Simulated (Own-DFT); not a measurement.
## Calculated data, Hf36O71 (tetragonal hafnia with one neutral oxygen vacancy, atoms displaced)

A calculation, not a measurement: plane-wave PBE and HSE06 DFT by an unreviewed code, no spin, of a simulated cell at Gamma alone, so results move with cell size and shape, stress positive in tension, energies less offsets, not probed for a lower state with spin; hafnium file: forces about 75 meV/angstrom off all-electron values; oxygen file: force components 24 meV/angstrom off all-electron in a glass; k mesh not checked against a denser one; forces and stress are PBE's, HSE06 gives the energy alone, and its difference from PBE has offsets of its own; offsets are fitted by least squares, one for each functional and potential file, so energies compare only between cells with the same atoms and settings and are not formation energies; the far tail of each file's local potential was reset to the Coulomb form; each entry is a single point on an unrelaxed cell, so the pressure reflects the starting lattice, taken from the Materials Project, from which strain is counted, and rises with the displacements; printed positions are rounded, which can move forces by about a meV/angstrom; the program is a retired in-house code; no spin-orbit coupling. Program: Own-DFT development build.

### Hf36O71 (tetragonal hafnia with one neutral oxygen vacancy, atoms displaced)

```xyz
107
Lattice="10.7800 0.0000 0.0000 0.0000 10.7800 0.0000 0.0000 0.0000 10.4493" Properties=species:S:1:pos:R:3 Hf36O71
Hf     0.0394    10.7418     0.0317
Hf     1.8076     1.7870     2.6663
O      0.0168     1.7886     1.5662
O      1.7805    10.7516     3.6418
O      0.0297     1.8116     4.2144
O      1.7719     0.0052     0.9994
Hf     0.0191     0.0089     5.2067
Hf     1.8233     1.8027     7.8016
O      0.0062     1.7874     6.8073
O      1.7460    10.7434     8.9193
O     10.7372     1.7740     9.4307
O      1.7905     0.0031     6.2519
Hf    10.7744     3.6657    10.3914
Hf     1.8196     5.4045     2.6268
O      0.0043     5.3783     1.5521
O      1.7792     3.5473     3.6350
O      0.0078     5.3767     4.2166
O      1.8006     3.5976     1.0170
Hf     0.0138     3.5858     5.2047
Hf     1.8144     5.4014     7.8696
O      1.8057     3.6129     8.9143
O     10.7588     5.3915     9.4925
O      1.8050     3.6204     6.2725
Hf    10.7614     7.1659    10.4408
Hf     1.7666     8.9295     2.6779
O      0.0053     8.9622     1.6382
O      1.7917     7.1719     3.5987
O      0.0317     8.9218     4.1517
O      1.7396     7.1559     1.0330
Hf    10.7752     7.1684     5.1972
Hf     1.7592     8.9472     7.8502
O     10.7688     8.9967     6.8195
O      1.7434     7.1536     8.8483
O      0.0009     9.0160     9.3786
O      1.8090     7.2087     6.2510
Hf     3.5362     0.0022    10.4373
Hf     5.3675     1.8278     2.5847
O      3.6011     1.8591     1.5898
O      5.3105     0.0115     3.6562
O      3.5668     1.7433     4.2192
O      5.4156    10.7432     1.0296
Hf     3.6102     0.0335     5.2496
Hf     5.4061     1.8063     7.8458
O      3.5706     1.7888     6.8609
O      5.4437    10.7761     8.8251
O      3.6000     1.8160     9.4617
O      5.3952    10.7110     6.2292
Hf     3.5741     3.6458    10.4442
Hf     5.4199     5.3552     2.6555
O      3.5982     5.3948     1.5905
O      5.3882     3.6108     3.6327
O      3.5982     5.4256     4.1863
O      5.3612     3.5614     1.0480
Hf     3.5922     3.5284     5.1968
Hf     5.3746     5.4174     7.8498
O      3.6164     5.4529     6.7946
O      5.4124     3.5610     8.8429
O      3.6350     5.4085     9.4251
O      5.4113     3.6302     6.2816
Hf     3.5992     7.1322    10.4298
Hf     5.3842     8.9469     2.6547
O      3.6608     8.9960     1.6640
O      5.3793     7.2143     3.6318
O      3.5589     8.9969     4.2318
O      5.3845     7.1801     1.0154
Hf     3.5862     7.1604     5.1861
Hf     5.4105     8.9914     7.8863
O      3.5554     9.0123     6.8461
O      5.4187     7.1067     8.8903
O      3.5581     8.9341     9.4507
O      5.3539     7.1327     6.1860
Hf     7.1405    10.7481    10.4466
Hf     8.9782     1.7601     2.5625
O      7.1516     1.7924     1.6317
O      8.9621    10.7415     3.6549
O      7.2140     1.8282     4.2499
O      9.0045     0.0100     1.0428
Hf     7.1629    10.7540     5.1998
Hf     8.9345     1.8420     7.8086
O      7.2010     1.8487     6.8379
O      8.9784     0.0029     8.8752
O      7.1881     1.8017     9.3947
O      8.9803    10.7280     6.2417
Hf     7.1965     3.6028     0.0071
Hf     8.9815     5.4038     2.6974
O      7.1555     5.3765     1.5986
O      9.0100     3.5860     3.6298
O      7.1826     5.3701     4.2043
O      8.9771     3.6117     0.9954
Hf     7.1736     3.6367     5.2607
Hf     8.9342     5.4283     7.8675
O      7.1725     5.3903     6.8909
O      9.0442     3.5504     8.7953
O      7.1340     5.3795     9.3925
O      9.0256     3.5976     6.2021
Hf     7.1843     7.2405     0.0403
Hf     8.9829     8.9721     2.6427
O      7.1592     8.9739     1.6202
O      8.9781     7.2356     3.5899
O      7.2055     8.9323     4.2308
O      9.0198     7.1987     0.9935
Hf     7.1774     7.1937     5.1850
Hf     8.9707     8.9675     7.7962
O      7.1640     8.9003     6.7834
O      8.9214     7.2425     8.8496
O      7.1921     8.9767     9.4426
O      8.9947     7.2144     6.2389
```

* first functional: PBE
* second functional: HSE06
* exact exchange share: 0.25
* screening: 0.11 1/bohr
* exchange divergence: Gygi-Baldereschi
* potential files: PseudoDojo norm-conserving, scalar-relativistic, made for PBE, standard set
* wave cutoff: 48 hartree
* occupations: fixed
* k mesh: 1 x 1 x 1 centred on Gamma
* PBE energy of cell above offsets: -100.359 eV
* HSE06 less PBE above offsets: -0.132 eV
* PBE pressure: 1.37 GPa
* PBE stress xx: 0.07 GPa
* PBE stress yy: -2.04 GPa
* PBE stress zz: -2.13 GPa
* PBE stress yz: 0.08 GPa
* PBE stress xz: 0.14 GPa
* PBE stress xy: 0 GPa

Force:
```
element  x (eV/Å)  y (eV/Å)  z (eV/Å)
     Hf    -1.242     1.194    -1.181
     Hf    -0.802    -0.426    -1.519
      O    -0.038     0.038     1.016
      O    -0.187      0.32     0.044
      O    -0.129    -0.733    -0.278
      O     1.359    -0.137     0.865
     Hf    -0.275    -0.261     0.581
     Hf    -1.977    -0.513     1.511
      O     0.094     0.028    -0.224
      O     0.956     0.693    -0.844
      O     0.508     0.444     0.229
      O      0.03     0.313    -0.009
     Hf     0.271    -2.719     1.229
     Hf    -0.372    -0.784    -1.207
      O    -0.362     0.025     1.198
      O     0.561     1.056     0.454
      O    -0.157     0.448     0.099
      O    -0.029     0.295     0.035
     Hf    -0.142    -0.446     0.569
     Hf    -0.295    -0.325    -1.248
      O     0.062     0.098    -0.766
      O    -0.266     0.922    -1.759
      O     0.254     0.129    -0.246
     Hf      0.38     1.129     0.193
     Hf      0.76     0.986    -1.067
      O    -0.164     0.175    -0.493
      O      0.07    -0.586     0.855
      O    -0.101     0.824     0.676
      O     1.147     0.135    -0.261
     Hf     0.488     0.379     1.204
     Hf     0.022     0.571    -0.149
      O     0.179    -0.145    -0.558
      O     0.216    -0.019     0.358
      O     -0.05    -1.289     0.668
      O    -0.763    -0.488    -0.411
     Hf     0.202    -0.257     0.479
     Hf      0.21    -0.731    -0.034
      O    -0.432    -0.626     0.403
      O     0.758     0.018    -0.165
      O     0.011     1.382    -0.181
      O    -0.906     0.497     -0.42
     Hf    -0.311    -2.116     0.154
     Hf     0.403     0.365     0.446
      O     1.107     0.144    -1.009
      O    -0.293    -0.063     0.365
      O     -0.01    -0.489    -0.317
      O     0.238     0.474     0.435
     Hf    -0.154    -1.054     0.607
     Hf    -0.612     0.844     -1.08
      O     0.142     0.038     0.087
      O    -0.351    -0.667     0.704
      O    -0.231    -1.532    -0.155
      O     0.644     0.338    -0.244
     Hf      0.09     1.348     0.653
     Hf     0.062    -0.903    -0.314
      O    -0.888    -0.459      0.46
      O    -0.361     0.501     0.145
      O    -0.261    -0.397    -0.434
      O    -0.991    -0.513    -0.739
     Hf    -0.041     0.984     1.207
     Hf    -0.424     1.214    -0.553
      O    -1.583    -0.137    -0.457
      O     0.275    -1.174     0.222
      O    -0.011    -0.263     0.253
      O    -0.045     0.028     0.025
     Hf      0.01     0.826     1.029
     Hf     -0.77    -0.675    -0.945
      O     0.902     -0.07     0.517
      O    -0.198     2.041    -0.133
      O       0.4     0.368     0.121
      O     0.798     0.231     0.328
     Hf      1.35     0.834    -0.042
     Hf     0.495     0.086     0.084
      O     0.456     0.088    -0.385
      O     0.089      0.54    -0.087
      O    -0.278    -0.352     0.017
      O    -0.874    -0.086     0.097
     Hf     0.741     0.483     0.134
     Hf       1.7    -1.879     0.904
      O    -1.013    -0.205    -0.666
      O    -0.551    -0.304    -0.772
      O    -0.142     0.034     0.719
      O    -0.485     0.162    -0.474
     Hf    -0.558    -0.071    -0.197
     Hf     0.337    -0.972    -1.774
      O     0.783     0.134      0.34
      O    -0.001     0.193     -0.32
      O     0.166     0.588    -0.158
      O    -0.194    -0.126    -0.018
     Hf     0.613    -1.185     0.112
     Hf     0.693    -0.205    -0.161
      O     0.479    -0.021    -1.112
      O    -0.406     1.855      0.54
      O     0.868    -0.047     1.045
      O    -0.554     0.611     0.266
     Hf    -0.062    -0.984    -0.243
     Hf     0.242     1.139    -1.266
      O     0.668    -0.278    -0.214
      O    -0.093    -1.526      0.98
      O    -0.186     0.968    -0.503
      O     -0.97    -0.079     0.348
     Hf    -0.493      0.01     1.394
     Hf     0.491      1.58     0.408
      O    -0.299     0.143     0.448
      O     0.239    -1.181     0.146
      O    -0.616     0.047    -0.201
      O     -0.02    -0.838    -0.413
```
